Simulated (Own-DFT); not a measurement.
# Which defects push the lattice out? C40 NbSi2

Source: density functional calculations with Own-DFT, an unreviewed in-house program that is no longer used. Nothing was measured or relaxed, and spin and spin-orbit coupling are left out.

All runs used: PBEsol; PseudoDojo norm-conserving scalar-relativistic files, made for PBE; cutoff 42 hartree; 4 x 4 x 5 k mesh centred on Gamma; cold (Marzari-Vanderbilt) smearing of 0.2 eV.

Limits: forces on such cells failed a check on a denser k mesh; stress not checked against mesh or cutoff.

All runs share one cell, with vectors in Å (0.000, 8.324, 0.000); (-9.613, 0.000, 0.000); (0.000, 0.000, 6.586) and a volume of 527.0 Å³. u is the rms random offset of the atoms per axis. The defect's site can differ from row to row.

| cell | formula | u (Å) | P (GPa) |
|---|---|---|---|
| no defect | Nb12Si24 | 0.0196 | -2.14 |
| no defect | Nb12Si24 | 0.0472 | -1.14 |
| no defect | Nb12Si24 | 0.0489 | -1.10 |
| one Si vacancy | Nb12Si23 | 0.0302 | -2.57 |
| one Si vacancy | Nb12Si23 | 0.0311 | -2.55 |
| one Si vacancy | Nb12Si23 | 0.0471 | -1.91 |
| two Nb on a Si site each | Nb14Si22 | 0.0263 | 3.53 |
| two Nb on a Si site each | Nb14Si22 | 0.0336 | 3.64 |
| two Nb on a Si site each | Nb14Si22 | 0.0412 | 3.80 |
| two Nb on a Si site each | Nb14Si22 | 0.0541 | ? |
| two Si on a Nb site each | Nb10Si26 | 0.0309 | -1.68 |
| two Si on a Nb site each | Nb10Si26 | 0.0530 | -0.72 |
| two Si on a Nb site each | Nb10Si26 | 0.0586 | -0.58 |
| two Nb vacancies | Nb10Si24 | 0.0302 | -3.19 |
| two Nb vacancies | Nb10Si24 | 0.0476 | -2.78 |
| two Nb vacancies | Nb10Si24 | 0.0517 | -2.41 |

## What the rows give

P = P0 + c u² + a shift for each defect gives P0 = -2.24 GPa, c = 465 ± 29 GPa/Å² and a scatter of 0.09 GPa. The shifts, and each times the cell's volume:

- two Nb on a Si site each: 5.35 ± 0.07 GPa, 17.6 eV (8.8 eV for each of its 2 sites)
- two Si on a Nb site each: 0.13 ± 0.08 GPa, 0.4 eV (0.2 eV for each of its 2 sites) (not resolved)
- one Si vacancy: -0.74 ± 0.07 GPa, -2.4 eV
- two Nb vacancies: -1.46 ± 0.07 GPa, -4.8 eV (-2.4 eV for each of its 2 sites)

Positive is outwards. The product with the volume (160.2 GPa Å³ to the eV) is nearly free of the cell's size; divided by the bulk modulus at the cell's pressure it gives the volume that the defect adds. The atoms around the defects weren't relaxed, which would change these numbers.

## The run left out

Q: what pressure belongs in the blank (two Nb on a Si site each, u = 0.0541 Å)?

Estimate: 4.47 ± 0.11 GPa. The run itself gave 4.15 GPa.
